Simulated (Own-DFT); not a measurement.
## Calculated data, Hf31O64 (monoclinic hafnia with one vacancy, atoms displaced), Hf32O63 (monoclinic hafnia with one vacancy, atoms displaced)

All values are calculated (Own-DFT development build). A calculation, not a measurement: plane-wave PBE density functional theory by an unreviewed code, no spin, of a simulated periodic cell, stress positive in tension, free energy of the whole cell less one offset for each atom, defect cell not probed for a lower state with spin; hafnium file: forces about 75 meV/angstrom off all-electron values; oxygen file: force components 24 meV/angstrom off all-electron in one glass; forces on such cells passed a denser k mesh, this cell's mesh not checked; offsets are fitted by least squares, one for each functional and potential file, so energies compare only between cells with the same atoms and settings and are not formation energies; the far tail of each file's local potential was reset to the Coulomb form; each entry is a single point on an unrelaxed cell, so the pressure reflects the starting lattice, mostly measured values, from which strain is counted, and rises with the displacements; printed positions are rounded, which can move forces by about a meV/angstrom; the program is a retired in-house code; no spin-orbit coupling; before rounding, a Quantum ESPRESSO 7.3.1 run of the same cell and cutoff gave forces within 1 meV/angstrom rms on each cell, which checks the program and not the settings.

Common to all runs: functional PBE; potential files PseudoDojo norm-conserving, scalar-relativistic, standard set; wave cutoff 72 hartree; occupations Fermi-Dirac; smearing width 0.1 eV; k mesh 2 x 2 x 2 centred on Gamma.

(1) Hf31O64 (monoclinic hafnia with one vacancy, atoms displaced)

```
Hf31O64
1.0
     10.2340     0.0000     0.0000
      0.0000    10.3500     0.0000
     -1.6955     0.0000    10.4453
Hf O Hf O Hf O Hf O Hf O Hf O Hf O Hf O
3 8 4 8 4 8 4 8 4 8 4 8 4 8 4 8
Direct
  0.13329 0.02268 0.09823
  0.36407 0.27187 0.14640
  0.13438 0.23647 0.35534
  0.02713 0.16300 0.17677
  0.46803 0.41928 0.08178
  0.45976 0.33770 0.33119
  0.03810 0.09066 0.43188
  0.22631 0.38110 0.23899
  0.27884 0.13262 0.00435
  0.26651 0.12382 0.25769
  0.22280 0.37708 0.49498
  0.13614 0.02700 0.60353
  0.36051 0.26977 0.64623
  0.36078 0.48176 0.88718
  0.13915 0.22983 0.85253
  0.03151 0.16243 0.66966
  0.45869 0.41284 0.57361
  0.46722 0.33696 0.82944
  0.04021 0.08934 0.92342
  0.22336 0.37283 0.73973
  0.28300 0.13330 0.51103
  0.28109 0.13099 0.75889
  0.22928 0.37425 0.99481
  0.13586 0.51788 0.10252
  0.36133 0.76427 0.14615
  0.36426 0.97901 0.38966
  0.14704 0.73210 0.36230
  0.03618 0.66290 0.17147
  0.46277 0.91534 0.07808
  0.46665 0.83616 0.32253
  0.03790 0.59384 0.41691
  0.22324 0.87629 0.24449
  0.28479 0.63663 0.00824
  0.26949 0.61575 0.26210
  0.22567 0.86500 0.49141
  0.13239 0.51883 0.60649
  0.36448 0.76782 0.64597
  0.35966 0.97964 0.89880
  0.13956 0.72490 0.85999
  0.03803 0.66503 0.66922
  0.45598 0.92020 0.57329
  0.46054 0.83358 0.82962
  0.04449 0.57079 0.92436
  0.22509 0.87676 0.73217
  0.27190 0.63182 0.51258
  0.27686 0.62413 0.75673
  0.22950 0.87443 0.99212
  0.63924 0.01909 0.09903
  0.86228 0.26664 0.14656
  0.86009 0.49400 0.39220
  0.63351 0.23421 0.35462
  0.53264 0.16709 0.17283
  0.95825 0.42174 0.07615
  0.96922 0.33439 0.32158
  0.53417 0.08225 0.43235
  0.72661 0.37732 0.23992
  0.77949 0.12964 0.01640
  0.78379 0.12060 0.26295
  0.72619 0.37261 0.48889
  0.63350 0.01823 0.59955
  0.86335 0.26939 0.64125
  0.86214 0.47680 0.88964
  0.63285 0.22778 0.85181
  0.52906 0.16939 0.66770
  0.96109 0.41018 0.58180
  0.96616 0.32939 0.83215
  0.54178 0.07974 0.92199
  0.72312 0.37944 0.73921
  0.77529 0.12216 0.50730
  0.77036 0.11836 0.75583
  0.71894 0.36956 0.98626
  0.63463 0.52825 0.10621
  0.86384 0.77422 0.15068
  0.86845 0.97382 0.40307
  0.63865 0.72934 0.35406
  0.53617 0.66799 0.18219
  0.96017 0.91838 0.08104
  0.95310 0.83074 0.32796
  0.54039 0.58443 0.42623
  0.73230 0.88871 0.23095
  0.77682 0.62438 0.00473
  0.77288 0.62808 0.25360
  0.72422 0.88638 0.49131
  0.63701 0.52164 0.60512
  0.85564 0.77146 0.64100
  0.85977 0.98069 0.90374
  0.64289 0.72792 0.85147
  0.52327 0.66548 0.67151
  0.96447 0.91076 0.57773
  0.96160 0.82986 0.82985
  0.54120 0.58158 0.92629
  0.73328 0.87933 0.73892
  0.77435 0.63349 0.51542
  0.77135 0.62335 0.75831
  0.72393 0.87208 0.99623
```

- free energy of cell above offsets: -77.085 eV
- pressure: 4.74 GPa
- stress xx: -5.22 GPa
- stress yy: -4.46 GPa
- stress zz: -4.53 GPa
- stress yz: -0.14 GPa
- stress xz: -0.01 GPa
- stress xy: 0.74 GPa

Force:
```tsv
element	x (eV/Å)	y (eV/Å)	z (eV/Å)
Hf	0.797	0.159	1.585
Hf	-0.635	1.228	0.934
Hf	2.243	0.596	0.28
O	1.151	-0.654	-0.503
O	-0.112	0.031	-0.453
O	1.132	-1.051	-0.342
O	-0.481	-0.625	-0.557
O	-0.921	-0.999	-0.797
O	-0.257	-0.199	0.554
O	0.596	-0.545	-0.279
O	-1.105	-0.846	0.182
Hf	1.639	-1.379	0.22
Hf	-0.296	0.791	-1.805
Hf	0.228	-0.073	1.615
Hf	0.8	0.792	0.294
O	-0.049	0.491	0.93
O	1.424	0.339	0.991
O	-0.193	0.098	-0.169
O	-1.464	-1.35	0.139
O	-0.483	1.328	0.403
O	-0.847	-0.69	-0.352
O	-0.767	-1.573	0.577
O	-0.02	-0.248	-1.205
Hf	0.714	-0.394	2.073
Hf	-0.537	0.798	0.953
Hf	-1.234	0.407	0.811
Hf	0.659	-1.317	-1.122
O	-0.486	0.916	-0.093
O	0.483	0.202	0.021
O	0.523	0.026	0.58
O	-2.611	-2.118	0.997
O	0.076	0.446	-1.035
O	-0.559	-1.078	-0.541
O	-0.075	1.388	-1.106
O	-0.077	1.589	-0.285
Hf	2.31	0.003	-1.4
Hf	-2.117	1.095	-0.853
Hf	0.516	-0.089	-1.04
Hf	-0.265	1.112	-1.506
O	-1.396	0.763	0.837
O	0.944	-0.259	0.434
O	1.2	-0.36	0.233
O	-0.117	1.056	-1.522
O	-0.745	0.786	1.293
O	-0.575	0.286	0.586
O	-0.381	-1.036	1.033
O	-1.212	-0.345	-0.321
Hf	-0.434	0.64	1.686
Hf	-0.922	1.276	0.084
Hf	0.909	-2.22	-0.133
Hf	0.326	-0.23	-0.134
O	0.606	-0.457	0.246
O	0.196	-0.47	0.135
O	-1.416	1.847	1.022
O	0.039	1.062	-2.04
O	-0.227	0.945	0.246
O	-0.033	-0.707	-1.256
O	-0.866	0.447	-0.013
O	-0.011	0.326	-0.066
Hf	0.148	0.842	1.529
Hf	-1.79	-1.263	0.501
Hf	-0.876	-0.285	1.437
Hf	1.146	0.548	0.017
O	0.954	-0.331	0.623
O	1.102	1.831	-1.094
O	-0.155	-0.081	-0.671
O	-0.831	-0.155	-0.442
O	0.313	-0.05	-0.383
O	-0.059	1.571	0.664
O	0.101	0.136	0.859
O	0.423	-0.083	-0.136
Hf	0.726	-1.939	-0.719
Hf	0.257	-1.072	-1.167
Hf	-0.767	2.548	-1.418
Hf	-1.508	0.422	0.462
O	-0.082	-0.073	-0.841
O	1.28	0.689	-0.354
O	1.99	-0.967	0.462
O	1.134	0.774	-0.066
O	-1.211	-0.929	1.365
O	0.128	0.978	0.39
O	0.256	-0.609	1.227
O	-0.454	-2.613	-0.76
Hf	-1.974	-0.862	-1.39
Hf	1.722	0.692	1.745
Hf	0.428	-0.053	-1.735
Hf	-1.134	0.546	0.851
O	2.777	-1.255	0.769
O	0.877	0.36	0.216
O	0.61	-0.073	0.623
O	-0.74	0.536	-0.882
O	-1.399	-0.314	0.368
O	0.605	-0.459	-1.226
O	0.354	-0.354	-0.338
O	0.06	-0.611	-1.532
```

(2) Hf32O63 (monoclinic hafnia with one vacancy, atoms displaced)

```
Hf32O63
1.0
     10.2340     0.0000     0.0000
      0.0000    10.3500     0.0000
     -1.6955     0.0000    10.4453
Hf O Hf O Hf O Hf O Hf O Hf O Hf O Hf O
4 7 4 8 4 8 4 8 4 8 4 8 4 8 4 8
Direct
  0.13726 0.02422 0.10510
  0.36306 0.26657 0.14247
  0.35919 0.47879 0.39071
  0.13416 0.23164 0.34803
  0.03492 0.16377 0.17650
  0.46773 0.41491 0.07687
  0.45970 0.33518 0.32589
  0.04152 0.08215 0.42349
  0.22631 0.37863 0.24437
  0.27929 0.11757 0.25575
  0.22334 0.37007 0.48629
  0.13881 0.02339 0.60375
  0.36068 0.27226 0.64143
  0.36147 0.47912 0.89611
  0.13540 0.22454 0.85404
  0.03264 0.16649 0.67411
  0.45944 0.41456 0.58099
  0.46020 0.32784 0.82893
  0.03804 0.08618 0.92404
  0.22079 0.37860 0.74062
  0.27772 0.13133 0.50831
  0.27461 0.11950 0.75809
  0.22401 0.37387 0.98915
  0.13587 0.51735 0.10373
  0.36585 0.77090 0.14412
  0.36300 0.98575 0.39722
  0.13940 0.73242 0.35727
  0.03773 0.66659 0.17415
  0.46630 0.91424 0.07845
  0.45839 0.83595 0.32123
  0.03519 0.58165 0.42103
  0.23108 0.87784 0.24242
  0.27891 0.62425 0.00886
  0.27709 0.61917 0.26323
  0.22683 0.87360 0.48959
  0.13922 0.52153 0.60391
  0.35684 0.76411 0.64541
  0.36348 0.98471 0.89556
  0.13529 0.72940 0.85489
  0.03605 0.66656 0.67295
  0.46183 0.91438 0.57435
  0.46517 0.83312 0.82528
  0.03472 0.58613 0.92436
  0.23161 0.88164 0.73770
  0.27646 0.62834 0.51208
  0.27512 0.62322 0.76146
  0.22404 0.86760 0.98660
  0.64233 0.02466 0.10891
  0.85969 0.26948 0.14513
  0.85435 0.47466 0.39332
  0.63576 0.22968 0.35311
  0.53729 0.16276 0.17448
  0.96614 0.41893 0.08137
  0.96434 0.33529 0.32385
  0.54089 0.08835 0.42010
  0.72253 0.38348 0.23797
  0.77767 0.12650 0.00760
  0.77266 0.11982 0.26018
  0.72228 0.37201 0.49089
  0.63795 0.02396 0.60679
  0.85851 0.27185 0.64628
  0.85880 0.48240 0.89663
  0.63776 0.23292 0.85333
  0.53469 0.16855 0.67090
  0.96491 0.41999 0.57791
  0.96663 0.33814 0.82722
  0.53726 0.08257 0.92446
  0.72731 0.37627 0.74112
  0.78004 0.13294 0.50921
  0.77607 0.12221 0.76147
  0.72029 0.37001 0.99225
  0.63687 0.51768 0.10465
  0.86066 0.76801 0.14651
  0.85685 0.98091 0.39502
  0.63801 0.73462 0.35448
  0.53895 0.66234 0.17450
  0.96074 0.91547 0.07285
  0.96530 0.83460 0.32437
  0.53070 0.58382 0.41819
  0.72575 0.87638 0.24328
  0.77336 0.62957 0.00508
  0.77953 0.61605 0.26043
  0.72411 0.86930 0.48533
  0.64293 0.52124 0.60607
  0.85803 0.77125 0.64542
  0.85949 0.97473 0.89781
  0.63477 0.72841 0.85250
  0.53070 0.66624 0.67086
  0.96158 0.91569 0.57667
  0.96474 0.83529 0.82633
  0.53688 0.58472 0.91782
  0.72731 0.88083 0.73995
  0.77560 0.63322 0.51005
  0.77185 0.61561 0.75737
  0.72265 0.87187 0.98869
```

- free energy of cell above offsets: -94.616 eV
- pressure: 3.54 GPa
- stress xx: -2.92 GPa
- stress yy: -3.86 GPa
- stress zz: -3.86 GPa
- stress yz: -0.14 GPa
- stress xz: 0.14 GPa
- stress xy: 0.12 GPa

Force:
```tsv
element	x (eV/Å)	y (eV/Å)	z (eV/Å)
Hf	0.569	-1.463	-0.129
Hf	-0.547	0.871	0.202
Hf	-0.117	0.571	1.118
Hf	0.766	-0.092	1.465
O	-0.685	0.276	-0.747
O	-0.356	-0.434	0.018
O	1.31	-1.153	-0.273
O	-0.969	-0.067	-0.414
O	-0.298	-0.435	-1.405
O	-0.189	0.873	-0.5
O	-0.362	0.094	0.201
Hf	-0.176	-0.645	-0.038
Hf	-0.816	0.091	0.616
Hf	-0.176	0.146	-0.483
Hf	0.401	1.561	-0.388
O	-0.059	-0.191	-0.2
O	1.466	1.071	-0.309
O	0.421	0.124	0.168
O	-0.618	-0.725	0.402
O	0.438	0.173	-0.339
O	0.059	-0.123	-0.067
O	-0.023	0.332	0.672
O	0.105	-1.303	0.311
Hf	0.846	1.087	0.552
Hf	-0.817	-0.319	0
Hf	-0.22	-1.5	-0.089
Hf	-0.065	-0.564	-0.58
O	-0.357	0.195	-0.341
O	0.57	0.794	-0.277
O	1.613	-0.189	0.942
O	-0.211	0.081	-0.027
O	-0.987	0.413	-0.683
O	-0.188	0.229	0.336
O	-0.195	0.267	-0.491
O	-0.47	-0.088	-0.082
Hf	-0.532	-0.368	-0.249
Hf	0.532	1.434	0.02
Hf	0.074	-1.574	-0.246
Hf	0.684	0.065	-0.205
O	-0.497	0.339	-0.04
O	1.245	0.735	0.248
O	0.043	0.336	0.486
O	-0.615	-0.344	-0.046
O	-0.935	-0.05	0.113
O	-0.225	-0.132	-0.281
O	0.07	-0.346	0.039
O	0.109	0.868	0.392
Hf	-0.49	-1.717	-1.454
Hf	0.477	0.57	-0.253
Hf	1.856	1.4	0.765
Hf	-0.138	0.882	0.279
O	-0.745	0.778	-0.196
O	-1.033	-0.851	-0.307
O	-0.485	-0.251	0.017
O	-0.686	-0.897	0.575
O	0.053	-1.397	0.349
O	-0.093	0.615	0.779
O	0.523	0.531	-0.098
O	-0.306	-0.064	-0.167
Hf	-0.493	-0.565	-0.283
Hf	1.54	0.193	0.294
Hf	0.987	-0.461	0.107
Hf	-0.472	-0.668	0.041
O	0.341	-0.294	-0.015
O	-0.757	-0.677	-0.142
O	-0.321	-0.05	0.291
O	0.081	0.455	0.026
O	-0.736	0.43	0.002
O	-0.385	-0.42	-0.037
O	-0.139	-0.048	-0.195
O	0.574	-0.101	-0.273
Hf	0.064	1.122	-0.386
Hf	0.849	-0.144	0.032
Hf	1.72	-0.692	0.675
Hf	-1.067	-1.431	-0.314
O	-0.301	0.514	-0.235
O	0.474	-0.009	0.592
O	-0.298	0.458	0.283
O	0.9	0.149	0.671
O	-0.195	0.502	-0.608
O	0.263	-0.125	0.613
O	-0.259	0.746	-0.124
O	-0.306	0.961	0.769
Hf	-1.832	0.228	-0.935
Hf	1.316	0.152	-0.119
Hf	0.409	0.508	-0.415
Hf	-0.35	0.618	-0.115
O	1.016	-0.573	-0.095
O	0.237	0.24	-0.058
O	0.021	-0.188	-0.034
O	-0.656	-0.895	0.454
O	-0.477	-0.127	-0.358
O	-0.342	-0.651	-0.058
O	0.288	0.532	0.062
O	-0.245	-0.208	0.225
```

(3) Hf32O63 (monoclinic hafnia with one vacancy, atoms displaced)

```
Hf32O63
1.0
     10.2340     0.0000     0.0000
      0.0000    10.3500     0.0000
     -1.6955     0.0000    10.4453
Hf O Hf O Hf O Hf O Hf O Hf O Hf O Hf O
4 8 4 8 4 8 4 8 4 8 4 8 4 8 4 7
Direct
  0.13835 0.01326 0.10491
  0.36111 0.26606 0.14312
  0.36400 0.47326 0.39683
  0.13769 0.23415 0.35333
  0.03925 0.16600 0.17289
  0.45983 0.41243 0.07961
  0.45851 0.33458 0.32637
  0.03999 0.08089 0.41878
  0.22121 0.37783 0.24060
  0.27895 0.12607 0.01223
  0.27490 0.12438 0.26120
  0.22685 0.37414 0.48808
  0.13963 0.01632 0.60822
  0.36405 0.27281 0.64507
  0.36088 0.47700 0.89405
  0.14007 0.22978 0.85580
  0.03448 0.17194 0.67443
  0.46217 0.41752 0.57501
  0.45908 0.33477 0.82579
  0.03812 0.08414 0.92633
  0.22355 0.38238 0.73976
  0.27899 0.12766 0.51330
  0.27847 0.12437 0.75968
  0.22763 0.36696 0.99219
  0.13908 0.52082 0.10583
  0.36067 0.77300 0.14459
  0.35933 0.97910 0.39693
  0.13647 0.73157 0.35268
  0.03546 0.66541 0.17234
  0.46017 0.91537 0.07303
  0.46458 0.83100 0.32426
  0.03628 0.58761 0.42268
  0.22300 0.88140 0.24196
  0.27546 0.62847 0.00712
  0.27317 0.62497 0.25998
  0.21998 0.87525 0.49239
  0.14124 0.51536 0.60041
  0.36101 0.77337 0.64673
  0.36645 0.97905 0.89701
  0.14068 0.72954 0.85586
  0.03478 0.66271 0.67290
  0.46531 0.92007 0.57516
  0.46247 0.83503 0.82701
  0.03561 0.58911 0.92063
  0.22403 0.87601 0.73717
  0.27679 0.62572 0.50902
  0.27525 0.61773 0.76034
  0.22673 0.87125 0.98888
  0.63398 0.02404 0.10421
  0.85967 0.26997 0.14918
  0.85862 0.47704 0.40133
  0.64125 0.23557 0.35344
  0.53585 0.17287 0.17674
  0.95810 0.41595 0.07576
  0.96418 0.33503 0.32140
  0.53463 0.08872 0.42641
  0.73185 0.38088 0.24308
  0.77327 0.13047 0.01178
  0.77665 0.12411 0.26016
  0.72810 0.36938 0.49192
  0.63719 0.02343 0.60289
  0.86541 0.26572 0.64168
  0.85748 0.47666 0.89545
  0.64133 0.23270 0.85180
  0.54026 0.17000 0.66706
  0.95998 0.41470 0.57691
  0.96621 0.33600 0.82244
  0.53379 0.08443 0.91898
  0.72718 0.38095 0.74202
  0.77869 0.12658 0.50919
  0.77345 0.12440 0.75881
  0.72295 0.37310 0.99045
  0.63771 0.51916 0.10346
  0.86583 0.76767 0.14870
  0.86167 0.97126 0.39464
  0.63998 0.72732 0.35158
  0.54099 0.67200 0.17667
  0.97021 0.91520 0.07604
  0.96420 0.83659 0.32967
  0.53907 0.57943 0.42328
  0.72343 0.87728 0.24127
  0.77392 0.62903 0.01047
  0.77775 0.62719 0.26135
  0.72304 0.87820 0.48674
  0.64354 0.52184 0.60517
  0.86254 0.77505 0.64498
  0.86501 0.97362 0.90018
  0.63815 0.72926 0.85072
  0.53541 0.66353 0.67886
  0.96460 0.91734 0.57166
  0.53401 0.58799 0.92369
  0.72621 0.87928 0.73998
  0.77547 0.62854 0.51010
  0.77850 0.62362 0.76033
  0.71978 0.86877 0.98892
```

- free energy of cell above offsets: -94.141 eV
- pressure: 3.93 GPa
- stress xx: -3.87 GPa
- stress yy: -3.7 GPa
- stress zz: -4.22 GPa
- stress yz: -0.08 GPa
- stress xz: 0.11 GPa
- stress xy: 0.06 GPa

Force:
```tsv
element	x (eV/Å)	y (eV/Å)	z (eV/Å)
Hf	0.648	2.476	0.249
Hf	-1.109	0.248	0.708
Hf	-0.23	1.939	-0.505
Hf	-0.21	-1.546	-0.137
O	-0.646	0.033	-0.37
O	1.495	1.217	-0.279
O	1.495	-0.907	0.018
O	-0.363	0.052	0.411
O	0.05	0.512	-0.464
O	-0.044	-0.244	-0.237
O	0.399	-0.613	0.23
O	-0.632	-0.6	0.339
Hf	-0.296	1.564	-0.956
Hf	-0.222	-0.794	-0.141
Hf	-0.187	0.788	0.443
Hf	-0.426	0.002	-0.162
O	1.145	-1.293	-0.383
O	0.945	0.129	0.57
O	1.354	-0.669	0.088
O	-0.694	-0.508	-0.628
O	-0.083	-0.674	-0.114
O	-0.169	0.252	0.066
O	-0.331	-0.481	0.351
O	-0.605	0.405	-0.438
Hf	-0.206	-0.429	-0.562
Hf	0.344	-1.093	0.569
Hf	0.684	0.864	-0.086
Hf	0.59	-0.819	0.974
O	-0.232	0.297	0.088
O	1.065	0.619	0.663
O	-0.428	0.703	0.398
O	-0.756	-0.631	-0.1
O	0.145	-0.483	-0.089
O	0.095	0.052	0.788
O	0.256	-0.43	-0.201
O	0.453	-0.701	-0.327
Hf	-0.72	1.523	0.606
Hf	0.31	-0.909	-0.427
Hf	-0.869	0.677	-0.749
Hf	-0.458	-0.702	-0.986
O	-0.377	0.812	0.215
O	-0.475	-0.883	0.436
O	0.544	-0.375	-0.308
O	-0.642	-0.562	0.568
O	-0.094	0.195	0.435
O	0.067	0.935	0.38
O	0.153	0.587	-0.215
O	-0.574	-0.183	0.053
Hf	0.541	-0.287	0.075
Hf	1.366	-0.49	-0.663
Hf	1.533	0.983	-0.849
Hf	-0.923	-1.444	0.602
O	0.637	-0.938	-0.661
O	1.033	0.548	-0.019
O	0.11	0.417	1.115
O	-0.028	0.1	-0.779
O	-1.263	0.403	-0.138
O	-0.138	-0.258	-0.191
O	-0.357	-0.458	0.098
O	-0.844	0.106	-0.21
Hf	0.581	0.012	-0.303
Hf	-0.728	0.05	1.029
Hf	1.497	0.625	-0.048
Hf	-0.425	-0.561	-0.023
O	-0.889	0.859	0.703
O	1.155	0.64	-0.415
O	0.008	0.114	0.745
O	0.427	0.312	0.402
O	-0.518	-0.072	-0.273
O	-0.094	0.37	-0.115
O	0.43	-0.612	0.691
O	-0.638	-0.276	-0.114
Hf	-0.585	0.818	-0.118
Hf	-1.19	-0.009	-0.789
Hf	-0.3	2.808	-0.026
Hf	-0.729	0.553	0.741
O	-0.558	-0.824	-1.201
O	-1.171	-0.87	-0.148
O	0.969	-1.3	-0.955
O	-0.001	0.123	-0.065
O	0.165	0.614	-0.704
O	0.157	-0.151	0.174
O	0.381	-0.982	0.019
O	-0.249	-1.114	0.295
Hf	-0.991	0.206	0.051
Hf	0.703	-0.653	0.322
Hf	-0.031	0.735	-0.94
Hf	0.078	-0.116	0.826
O	-0.208	0.001	-0.916
O	0.024	-0.459	1.007
O	-0.316	-0.711	0.373
O	0.446	0.159	0.157
O	0.19	0.193	0.185
O	-0.122	-0.175	-0.083
O	0.707	0.656	0.352
```
